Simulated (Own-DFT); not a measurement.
# Computed records: Si3N4 (beta silicon nitride, strained, atoms displaced)

A calculation, not a measurement: plane-wave PBE density functional theory by an unreviewed code, no spin, of a simulated periodic cell, stress positive in tension, free energy of the whole cell less one offset for each atom, forces on such cells moved up to 12 meV/angstrom on a denser k mesh; offsets are fitted by least squares, one for each functional and potential file, so energies compare only between cells with the same atoms and settings and are not formation energies; the far tail of each file's local potential was reset to the Coulomb form; each entry is a single point on an unrelaxed cell, so the pressure reflects the starting lattice, mostly measured values (interpolated for alloys), from which strain is counted, and rises with the displacements; printed positions are rounded, which can move forces by about a meV/angstrom; the program, named Own-DFT, is a retired in-house code; no spin-orbit coupling; before rounding, a Quantum ESPRESSO 7.3.1 run of the same cell and cutoff gave forces within 1 meV/angstrom rms on each cell, which checks the program and not the settings. Program: Own-DFT development build.

Settings shared by all entries: functional PBE; potential files PseudoDojo norm-conserving, scalar-relativistic, standard set; wave cutoff 42 hartree; occupations Fermi-Dirac; smearing width 0.1 eV; k mesh 2 x 2 x 4 centred on Gamma.

(1) 
```cif
# cell vector a (Å): 15.3840 -0.2996 -0.2279
# cell vector b (Å): -7.9515 13.2803 0.2610
# cell vector c (Å): -0.0872 0.0649 5.7682
data_Si3N4
_symmetry_space_group_name_H-M 'P 1'
_symmetry_Int_Tables_number 1
_cell_length_a 15.3886
_cell_length_b 15.4810
_cell_length_c 5.7692
_cell_angle_alpha 88.036
_cell_angle_beta 91.727
_cell_angle_gamma 122.034
_cell_volume 1164.33
loop_
_atom_site_label
_atom_site_type_symbol
_atom_site_fract_x
_atom_site_fract_y
_atom_site_fract_z
_atom_site_occupancy
Si1 Si 0.09296 0.39151 0.12501 1
Si2 Si 0.11186 0.20123 0.12957 1
Si3 Si 0.30162 0.41926 0.12822 1
Si4 Si 0.41729 0.11792 0.35533 1
Si5 Si 0.38885 0.29901 0.39324 1
Si6 Si 0.20300 0.08868 0.36799 1
N1 N 0.17275 0.01921 0.12150 1
N2 N 0.48314 0.14912 0.14181 1
N3 N 0.33964 0.32809 0.11927 1
N4 N 0.33341 0.48478 0.37824 1
N5 N 0.01222 0.34705 0.38249 1
N6 N 0.15638 0.17319 0.37934 1
N7 N 0.17336 0.33995 0.12498 1
N8 N 0.33298 0.16230 0.36676 1
Si7 Si 0.08998 0.38798 0.62379 1
Si8 Si 0.11627 0.20117 0.62739 1
Si9 Si 0.30285 0.41675 0.61131 1
Si10 Si 0.40562 0.11498 0.87868 1
Si11 Si 0.38465 0.30142 0.88093 1
Si12 Si 0.19270 0.07621 0.87877 1
N9 N 0.15910 0.00925 0.62110 1
N10 N 0.48014 0.14812 0.64966 1
N11 N 0.34959 0.34261 0.62067 1
N12 N 0.33089 0.47432 0.86537 1
N13 N 0.02038 0.35278 0.87746 1
N14 N 0.14957 0.16081 0.86767 1
N15 N 0.15901 0.33151 0.62470 1
N16 N 0.33236 0.16394 0.87382 1
Si13 Si 0.08731 0.88525 0.13487 1
Si14 Si 0.11466 0.70244 0.11135 1
Si15 Si 0.29691 0.91500 0.13464 1
Si16 Si 0.41472 0.60928 0.36894 1
Si17 Si 0.38776 0.79699 0.39653 1
Si18 Si 0.20357 0.59147 0.36969 1
N17 N 0.16831 0.51629 0.13077 1
N18 N 0.48550 0.65644 0.12456 1
N19 N 0.34564 0.82955 0.13650 1
N20 N 0.33795 0.98388 0.36781 1
N21 N 0.01451 0.84959 0.37938 1
N22 N 0.15204 0.67434 0.36943 1
N23 N 0.16418 0.83032 0.12728 1
N24 N 0.33193 0.66651 0.38275 1
Si19 Si 0.09212 0.88400 0.63219 1
Si20 Si 0.11559 0.69966 0.62677 1
Si21 Si 0.29377 0.90548 0.61728 1
Si22 Si 0.41734 0.62306 0.87764 1
Si23 Si 0.37907 0.79409 0.88094 1
Si24 Si 0.20614 0.59040 0.87753 1
N25 N 0.16356 0.50923 0.63220 1
N26 N 0.47296 0.64596 0.63489 1
N27 N 0.34886 0.83259 0.62135 1
N28 N 0.33447 0.97886 0.87974 1
N29 N 0.02275 0.85685 0.86395 1
N30 N 0.14910 0.66294 0.88087 1
N31 N 0.16834 0.83118 0.62510 1
N32 N 0.32801 0.66932 0.87141 1
Si25 Si 0.58656 0.38314 0.12425 1
Si26 Si 0.61771 0.20935 0.14015 1
Si27 Si 0.79430 0.41331 0.10878 1
Si28 Si 0.91732 0.11211 0.36942 1
Si29 Si 0.88493 0.30156 0.37540 1
Si30 Si 0.70015 0.08496 0.36403 1
N33 N 0.67041 0.01870 0.11796 1
N34 N 0.98377 0.14878 0.13227 1
N35 N 0.85000 0.33775 0.11162 1
N36 N 0.83613 0.49135 0.37939 1
N37 N 0.50932 0.34415 0.37189 1
N38 N 0.64825 0.16389 0.37009 1
N39 N 0.66657 0.33054 0.12514 1
N40 N 0.83875 0.17161 0.38304 1
Si31 Si 0.58665 0.39030 0.63752 1
Si32 Si 0.61443 0.20270 0.62937 1
Si33 Si 0.78990 0.40560 0.63015 1
Si34 Si 0.91098 0.11400 0.87257 1
Si35 Si 0.88858 0.29810 0.86261 1
Si36 Si 0.69644 0.07915 0.88013 1
N41 N 0.66662 0.02310 0.61931 1
N42 N 0.97886 0.15022 0.61618 1
N43 N 0.84205 0.33025 0.62392 1
N44 N 0.83634 0.48826 0.85628 1
N45 N 0.52156 0.34700 0.86053 1
N46 N 0.65062 0.16737 0.86195 1
N47 N 0.66060 0.32771 0.63628 1
N48 N 0.84099 0.17340 0.88234 1
Si37 Si 0.59090 0.88240 0.11854 1
Si38 Si 0.61243 0.69858 0.12906 1
Si39 Si 0.80021 0.91283 0.12522 1
Si40 Si 0.91856 0.61682 0.36492 1
Si41 Si 0.88853 0.80251 0.36241 1
Si42 Si 0.69993 0.58258 0.37944 1
N49 N 0.67226 0.52043 0.12653 1
N50 N 0.97993 0.65194 0.13884 1
N51 N 0.84965 0.83147 0.11165 1
N52 N 0.82669 0.98317 0.36183 1
N53 N 0.51822 0.84903 0.36767 1
N54 N 0.64882 0.66516 0.37881 1
N55 N 0.66616 0.83267 0.11733 1
N56 N 0.83796 0.66615 0.36882 1
Si43 Si 0.58297 0.88077 0.63040 1
Si44 Si 0.61040 0.69798 0.62367 1
Si45 Si 0.80367 0.91677 0.64427 1
Si46 Si 0.91285 0.61528 0.88297 1
Si47 Si 0.88305 0.79618 0.84599 1
Si48 Si 0.70876 0.58994 0.87082 1
N57 N 0.67450 0.51785 0.63061 1
N58 N 0.99373 0.65538 0.62897 1
N59 N 0.84416 0.83215 0.62375 1
N60 N 0.83918 0.98070 0.87337 1
N61 N 0.51482 0.84517 0.87967 1
N62 N 0.65143 0.66026 0.87640 1
N63 N 0.66749 0.83527 0.62235 1
N64 N 0.84123 0.67127 0.87291 1
_calc_free_energy_of_cell_above_offsets '-3.192'  # eV
_calc_pressure 9.41  # GPa
_calc_stress_xx -2.9  # GPa
_calc_stress_yy -8.56  # GPa
_calc_stress_zz -16.79  # GPa
_calc_stress_yz 5.06  # GPa
_calc_stress_xz -2.25  # GPa
_calc_stress_xy -7.04  # GPa
```

Force:
| element | x (eV/Å) | y (eV/Å) | z (eV/Å) |
| --- | --- | --- | --- |
| Si | -0.08 | -3.97 | 1.278 |
| Si | 1.964 | 2.657 | -1.495 |
| Si | 0.271 | -3.765 | -1.537 |
| Si | -4.441 | -2.203 | 9.51 |
| Si | -4.916 | -3.38 | -2.516 |
| Si | -0.009 | 0.667 | 1.619 |
| N | -0.9 | -3.921 | 3.976 |
| N | 3.672 | 2.544 | -7.081 |
| N | 1.827 | 1.256 | 1.873 |
| N | 0.831 | 1.694 | -3.395 |
| N | 1.383 | 1.828 | -1.594 |
| N | 0.729 | -1.906 | -0.233 |
| N | -2.241 | -2.082 | 0.402 |
| N | -0.035 | 2.139 | 0.681 |
| Si | -0.599 | -4.179 | 0.436 |
| Si | -2.049 | 1.645 | -0.768 |
| Si | -4.213 | -3.698 | 3.698 |
| Si | 1.786 | -1.538 | 0.317 |
| Si | -0.147 | -2.241 | -0.478 |
| Si | 0.975 | 4.53 | -4.569 |
| N | 0.397 | 3.171 | -0.499 |
| N | 1.251 | 0.585 | -4.283 |
| N | 4.009 | -2.197 | 0.231 |
| N | 0.511 | 5.987 | 1.202 |
| N | -0.905 | -0.096 | -0.281 |
| N | -0.777 | -0.3 | 2.354 |
| N | 3.531 | -0.059 | -0.382 |
| N | -2.751 | 1.792 | -0.104 |
| Si | 1.252 | -0.912 | -1.478 |
| Si | -0.901 | 0.73 | 1.807 |
| Si | 1.196 | -3.211 | -1.984 |
| Si | -4.22 | 3.135 | 1.397 |
| Si | -0.655 | -0.643 | -3.853 |
| Si | -1.249 | -0.484 | 1.855 |
| N | -0.024 | 2.444 | -0.154 |
| N | 0.364 | -0.841 | 0.689 |
| N | 0.205 | 0.73 | -0.648 |
| N | -0.243 | 0.98 | 2.211 |
| N | 1.28 | 1.035 | -0.101 |
| N | 2.195 | -2.709 | 0.812 |
| N | -1.183 | 1.394 | -0.056 |
| N | 2.7 | -0.293 | -0.328 |
| Si | 0.946 | -2.063 | -1.942 |
| Si | 1.322 | 1.578 | -1.045 |
| Si | 1.424 | 3.087 | 1.247 |
| Si | -5.011 | -3.267 | 0.863 |
| Si | -0.459 | 2.584 | 1.774 |
| Si | -2.821 | -3.194 | -0.701 |
| N | 0.076 | 6.464 | -0.59 |
| N | 4.844 | 1.909 | -3.495 |
| N | 0.021 | 0.478 | 1.599 |
| N | -0.325 | 1.324 | -1.577 |
| N | -2.772 | -1.533 | 2.964 |
| N | 0.642 | -0.612 | -0.626 |
| N | -1.48 | -0.594 | 0.039 |
| N | 4.962 | -0.523 | 0.252 |
| Si | 1.333 | 0.285 | 0.474 |
| Si | 0.933 | -4.469 | -3.792 |
| Si | 2.773 | 1.069 | 2.324 |
| Si | -5.589 | 0.941 | 0.687 |
| Si | -0.589 | -1.527 | -0.951 |
| Si | 1.439 | 4.315 | 1.158 |
| N | -0.301 | -4.842 | 2.984 |
| N | 1.352 | -0.033 | -2.958 |
| N | -0.118 | 0.487 | 0.195 |
| N | -0.151 | -4.306 | -1.196 |
| N | 4.342 | 3.28 | 0.483 |
| N | 0.28 | -0.444 | 1.778 |
| N | -2.776 | 3.873 | 0.27 |
| N | -0.865 | -2.115 | -0.88 |
| Si | 4.399 | -1.38 | -5.609 |
| Si | -1.241 | -2.021 | -1.431 |
| Si | 1.153 | 1.776 | -2.447 |
| Si | -1.067 | 1.932 | -0.258 |
| Si | -0.827 | 0.886 | 2.102 |
| Si | -0.16 | 7.401 | -4.556 |
| N | -0.141 | -4.723 | 1.28 |
| N | 3.365 | 0.081 | 2.618 |
| N | 0.419 | 0.815 | -0.855 |
| N | -0.581 | -1.202 | 1.675 |
| N | -4.926 | -1.275 | 5.676 |
| N | 1.625 | -1.612 | 4.664 |
| N | -1.411 | 2.864 | -0.734 |
| N | -0.648 | -4.102 | -0.089 |
| Si | -0.249 | 0.616 | 1.603 |
| Si | 2.005 | 2.188 | -1.836 |
| Si | 0.029 | -2.416 | 0.273 |
| Si | -3.925 | -0.196 | 7.058 |
| Si | -0.67 | -3.304 | 1.067 |
| Si | 2.239 | 3.858 | -1.184 |
| N | -0.913 | -3.261 | -0.277 |
| N | 4.798 | 1.82 | -6.402 |
| N | -0.89 | 1.213 | -0.8 |
| N | 1.392 | 0.107 | 2.308 |
| N | -0.33 | -0.003 | 0.961 |
| N | 0.272 | -1.671 | 0.65 |
| N | 1.208 | -1.05 | 0.052 |
| N | -2.111 | 1.146 | 0.553 |
| Si | 2.366 | 1.877 | -1.307 |
| Si | 0.307 | 2.196 | 1.048 |
| Si | -2.023 | -3.249 | -6.222 |
| Si | 0.586 | 1.538 | -2.48 |
| Si | 3.008 | 0.518 | 4.853 |
| Si | 0.48 | 1.139 | 1.245 |
| N | -1.234 | -1.337 | 0.249 |
| N | -3.942 | -1.97 | 0.421 |
| N | -0.406 | 1.101 | -3.795 |
| N | -0.214 | 3.663 | 2.602 |
| N | -1.518 | -0.492 | -0.765 |
| N | -2.113 | 0.533 | 0.139 |
| N | -0.277 | -1.333 | 0.536 |
| N | -1.062 | -1.138 | -0.453 |

(2) 
```cif
# cell vector a (Å): 15.1533 -0.2776 0.0174
# cell vector b (Å): -7.8171 13.5511 0.1273
# cell vector c (Å): 0.0066 0.0600 5.8733
data_Si3N4
_symmetry_space_group_name_H-M 'P 1'
_symmetry_Int_Tables_number 1
_cell_length_a 15.1559
_cell_length_b 15.6447
_cell_length_c 5.8736
_cell_angle_alpha 89.059
_cell_angle_beta 89.881
_cell_angle_gamma 121.027
_cell_volume 1193.18
loop_
_atom_site_label
_atom_site_type_symbol
_atom_site_fract_x
_atom_site_fract_y
_atom_site_fract_z
_atom_site_occupancy
Si1 Si 0.08356 0.37846 0.12556 1
Si2 Si 0.12627 0.20695 0.13312 1
Si3 Si 0.29331 0.41236 0.12409 1
Si4 Si 0.41803 0.12035 0.36732 1
Si5 Si 0.38060 0.28977 0.36926 1
Si6 Si 0.20396 0.08906 0.36673 1
N1 N 0.17351 0.01813 0.12655 1
N2 N 0.48750 0.15049 0.12990 1
N3 N 0.34926 0.33037 0.12592 1
N4 N 0.32404 0.47980 0.38109 1
N5 N 0.01953 0.35002 0.38290 1
N6 N 0.15002 0.15981 0.37387 1
N7 N 0.16527 0.32834 0.11629 1
N8 N 0.32286 0.16477 0.37291 1
Si7 Si 0.08954 0.38717 0.62651 1
Si8 Si 0.11202 0.20177 0.61653 1
Si9 Si 0.29154 0.41280 0.63051 1
Si10 Si 0.41624 0.11016 0.87490 1
Si11 Si 0.38803 0.29898 0.87799 1
Si12 Si 0.19760 0.08615 0.88444 1
N9 N 0.17358 0.02321 0.62349 1
N10 N 0.48982 0.15244 0.60999 1
N11 N 0.35651 0.33961 0.62012 1
N12 N 0.33337 0.48325 0.87393 1
N13 N 0.02071 0.35051 0.89144 1
N14 N 0.16185 0.17649 0.87546 1
N15 N 0.16859 0.33387 0.63078 1
N16 N 0.33257 0.16351 0.87576 1
Si13 Si 0.08980 0.88713 0.11162 1
Si14 Si 0.12215 0.70401 0.12226 1
Si15 Si 0.29406 0.90639 0.12043 1
Si16 Si 0.41204 0.61519 0.37257 1
Si17 Si 0.38439 0.79817 0.38037 1
Si18 Si 0.20609 0.58686 0.37122 1
N17 N 0.16803 0.51564 0.13497 1
N18 N 0.48455 0.65478 0.13815 1
N19 N 0.34033 0.82553 0.12713 1
N20 N 0.33810 0.97952 0.38282 1
N21 N 0.01955 0.85087 0.37131 1
N22 N 0.15331 0.66957 0.38077 1
N23 N 0.16442 0.83232 0.12880 1
N24 N 0.33146 0.66586 0.37406 1
Si19 Si 0.08272 0.88491 0.64196 1
Si20 Si 0.11672 0.70229 0.63683 1
Si21 Si 0.30067 0.91603 0.62993 1
Si22 Si 0.40744 0.61155 0.86024 1
Si23 Si 0.38154 0.79614 0.86560 1
Si24 Si 0.19745 0.57995 0.86981 1
N25 N 0.16292 0.51352 0.63009 1
N26 N 0.47811 0.65120 0.63228 1
N27 N 0.34329 0.83011 0.62237 1
N28 N 0.33205 0.98461 0.88272 1
N29 N 0.01920 0.84874 0.87987 1
N30 N 0.15368 0.66401 0.87949 1
N31 N 0.16446 0.83315 0.62270 1
N32 N 0.33393 0.66349 0.88518 1
Si25 Si 0.59513 0.39194 0.11543 1
Si26 Si 0.62055 0.20522 0.12606 1
Si27 Si 0.80797 0.41585 0.11714 1
Si28 Si 0.90773 0.11311 0.36584 1
Si29 Si 0.88880 0.30097 0.38961 1
Si30 Si 0.69762 0.08402 0.36718 1
N33 N 0.66850 0.01522 0.12951 1
N34 N 0.98201 0.14858 0.12773 1
N35 N 0.84554 0.33081 0.13685 1
N36 N 0.82999 0.47966 0.37032 1
N37 N 0.51795 0.34719 0.37354 1
N38 N 0.65349 0.16621 0.39236 1
N39 N 0.66858 0.33232 0.13058 1
N40 N 0.83658 0.16714 0.37404 1
Si31 Si 0.57825 0.38407 0.62727 1
Si32 Si 0.61947 0.20185 0.63030 1
Si33 Si 0.79547 0.41253 0.62364 1
Si34 Si 0.91701 0.12087 0.86356 1
Si35 Si 0.88474 0.30193 0.87831 1
Si36 Si 0.70934 0.09107 0.87274 1
N41 N 0.66023 0.01682 0.62431 1
N42 N 0.97584 0.14499 0.63422 1
N43 N 0.85043 0.33133 0.64322 1
N44 N 0.83350 0.48600 0.85765 1
N45 N 0.52006 0.34651 0.87442 1
N46 N 0.65740 0.16624 0.87413 1
N47 N 0.67368 0.33793 0.62724 1
N48 N 0.83373 0.17334 0.86214 1
Si37 Si 0.59296 0.88769 0.12735 1
Si38 Si 0.61563 0.69817 0.12663 1
Si39 Si 0.80002 0.91388 0.11625 1
Si40 Si 0.91017 0.61554 0.38345 1
Si41 Si 0.89118 0.80492 0.38648 1
Si42 Si 0.69578 0.58765 0.35717 1
N49 N 0.67406 0.52056 0.12283 1
N50 N 0.98686 0.64723 0.12026 1
N51 N 0.85138 0.83772 0.12917 1
N52 N 0.83324 0.98304 0.37683 1
N53 N 0.51569 0.84323 0.37371 1
N54 N 0.65619 0.66901 0.36773 1
N55 N 0.66060 0.83388 0.13544 1
N56 N 0.83454 0.66946 0.37929 1
Si43 Si 0.57791 0.87765 0.63067 1
Si44 Si 0.61960 0.70344 0.62574 1
Si45 Si 0.80224 0.91646 0.63000 1
Si46 Si 0.91522 0.61318 0.88492 1
Si47 Si 0.88151 0.79343 0.88052 1
Si48 Si 0.70126 0.58629 0.85936 1
N57 N 0.67492 0.51635 0.63324 1
N58 N 0.98158 0.64818 0.61861 1
N59 N 0.85858 0.83932 0.62483 1
N60 N 0.83437 0.98909 0.86365 1
N61 N 0.52069 0.85081 0.88661 1
N62 N 0.64859 0.66432 0.87022 1
N63 N 0.66176 0.82972 0.62154 1
N64 N 0.83783 0.66921 0.89017 1
_calc_free_energy_of_cell_above_offsets '-8.570'  # eV
_calc_pressure 1.79  # GPa
_calc_stress_xx -3.99  # GPa
_calc_stress_yy 2.49  # GPa
_calc_stress_zz -3.88  # GPa
_calc_stress_yz 2.51  # GPa
_calc_stress_xz 0.74  # GPa
_calc_stress_xy -5.35  # GPa
```

Force:
| element | x (eV/Å) | y (eV/Å) | z (eV/Å) |
| --- | --- | --- | --- |
| Si | 2.792 | 2.209 | 2.581 |
| Si | -2.17 | -1.864 | -1.965 |
| Si | 1.989 | -0.252 | 1.019 |
| Si | -2.492 | -2.479 | 1.622 |
| Si | -0.222 | 2.244 | 1.428 |
| Si | -2.116 | -3.931 | 1.595 |
| N | -1.323 | -2.019 | 0.031 |
| N | 0.52 | -0.113 | -2.445 |
| N | -1.301 | 1.62 | -0.443 |
| N | 0.759 | 1.928 | -1.508 |
| N | -0.641 | -0.107 | 0.04 |
| N | -2.638 | 1.683 | 0.805 |
| N | -1.072 | 1.487 | 0.802 |
| N | 7.264 | 2.413 | -0.151 |
| Si | 0.775 | -1.153 | 1.174 |
| Si | 0.99 | 0.127 | 1.611 |
| Si | 4.432 | -0.075 | -0.437 |
| Si | -2.275 | 2.406 | -0.519 |
| Si | -1.145 | -2.473 | -1.076 |
| Si | 2.009 | 1.967 | -2.796 |
| N | -1.575 | -3.077 | 1.255 |
| N | -1.301 | -0.827 | 2.315 |
| N | -0.402 | 0.084 | 0.51 |
| N | 0 | -0.088 | 0.393 |
| N | -2.679 | -0.774 | -3.672 |
| N | -1.289 | -1.178 | -0.358 |
| N | -3.214 | -2.668 | -0.48 |
| N | 1.517 | 1.372 | 0.116 |
| Si | 1.489 | 0.051 | 3.755 |
| Si | -1.158 | 0.232 | 1.567 |
| Si | 0.365 | 1.316 | 2.322 |
| Si | -1.691 | -0.534 | 1.292 |
| Si | -0.148 | -1.671 | -1.483 |
| Si | -2.607 | 0.557 | 0.843 |
| N | -0.61 | -2.315 | -1.507 |
| N | 1.032 | -1.342 | -2.964 |
| N | 1.062 | 0.53 | -0.998 |
| N | 0.063 | 2.593 | -2.466 |
| N | -0.064 | 0.851 | 0.71 |
| N | 0.904 | -1.31 | 0.049 |
| N | 0.132 | -0.519 | -0.671 |
| N | 1.718 | 1.344 | 0.482 |
| Si | 3.956 | 1.871 | -5.123 |
| Si | -0.672 | 1.143 | -2.123 |
| Si | -1.68 | -1.652 | 0.103 |
| Si | -0.298 | 0.645 | 4.448 |
| Si | 1.204 | -1.45 | 2.557 |
| Si | 1.02 | 2.218 | 2.297 |
| N | -0.105 | 0.099 | -1.239 |
| N | 3.634 | 0.662 | -3.296 |
| N | 0.856 | 0.505 | 0.725 |
| N | 1.212 | -0.907 | -0.841 |
| N | -3.43 | -0.973 | 0.944 |
| N | -0.405 | -0.233 | -0.557 |
| N | 0.414 | 0.059 | 1.017 |
| N | -1.92 | 0.682 | -0.934 |
| Si | 1.45 | -2.448 | 1.771 |
| Si | 0.952 | 0.538 | 0.656 |
| Si | -3.212 | -0.505 | 0.595 |
| Si | 0.237 | -0.417 | 1.106 |
| Si | -0.919 | -2.709 | -0.405 |
| Si | 1.301 | 1.541 | 2.284 |
| N | -0.403 | 0.596 | -1.364 |
| N | 2.104 | 0.858 | -1.403 |
| N | 1.971 | 0.288 | -0.492 |
| N | 1.099 | 2.358 | -0.386 |
| N | -1.17 | 0.114 | -1.198 |
| N | -0.007 | -0.105 | -3.228 |
| N | 0.21 | 1.337 | -0.712 |
| N | -2.181 | 0.89 | -0.196 |
| Si | 5.313 | 0.906 | -2.017 |
| Si | 0.138 | 2.666 | 0.024 |
| Si | 2.313 | 0.715 | -0.704 |
| Si | -4.121 | -1.132 | 6.32 |
| Si | 1.827 | -2.084 | 2.912 |
| Si | -1.541 | -2.247 | -0.709 |
| N | 0.287 | -1.712 | 0.475 |
| N | 4.964 | 2.387 | -6.624 |
| N | -1.662 | 2.471 | -3.385 |
| N | 1.068 | -0.074 | 2.426 |
| N | -1.757 | 0.129 | 2.098 |
| N | -2.125 | 0.527 | 1.504 |
| N | -4.238 | -3.944 | 0.264 |
| N | 3.242 | 0.132 | 0.693 |
| Si | -1.765 | -0.284 | 0.555 |
| Si | -2.512 | 3.096 | -0.95 |
| Si | -1.851 | 0.076 | 1.295 |
| Si | -0.274 | -0.671 | -2.139 |
| Si | 0.19 | -2.814 | -2.462 |
| Si | 4.571 | 0.505 | 3.244 |
| N | -1.395 | -1.44 | -1.472 |
| N | 0.151 | -0.107 | 1.563 |
| N | 0.527 | -0.254 | -0.645 |
| N | 0.526 | 0.209 | -1.129 |
| N | -1.631 | 0.634 | 0.484 |
| N | -1.58 | -0.044 | 1.501 |
| N | 5.47 | -1.704 | -0.818 |
| N | -1.064 | 0.264 | -0.079 |
| Si | 2.941 | 2.461 | -1.007 |
| Si | -2.663 | 1.083 | -1.027 |
| Si | -1.471 | -1.657 | -1.271 |
| Si | -1.288 | 0.828 | -2.025 |
| Si | 0.566 | 0.575 | 0.627 |
| Si | 1.659 | 2.146 | 2.168 |
| N | -2.224 | -1.301 | -3.265 |
| N | 1.456 | 0.464 | 2.237 |
| N | -1.713 | 0.728 | 2.11 |
| N | 0.362 | -0.437 | 1.636 |
| N | -3.467 | -1.093 | -0.401 |
| N | 0.907 | -0.745 | 0.772 |
| N | 1.892 | 0.577 | 0.56 |
| N | -0.926 | -1.086 | -0.723 |
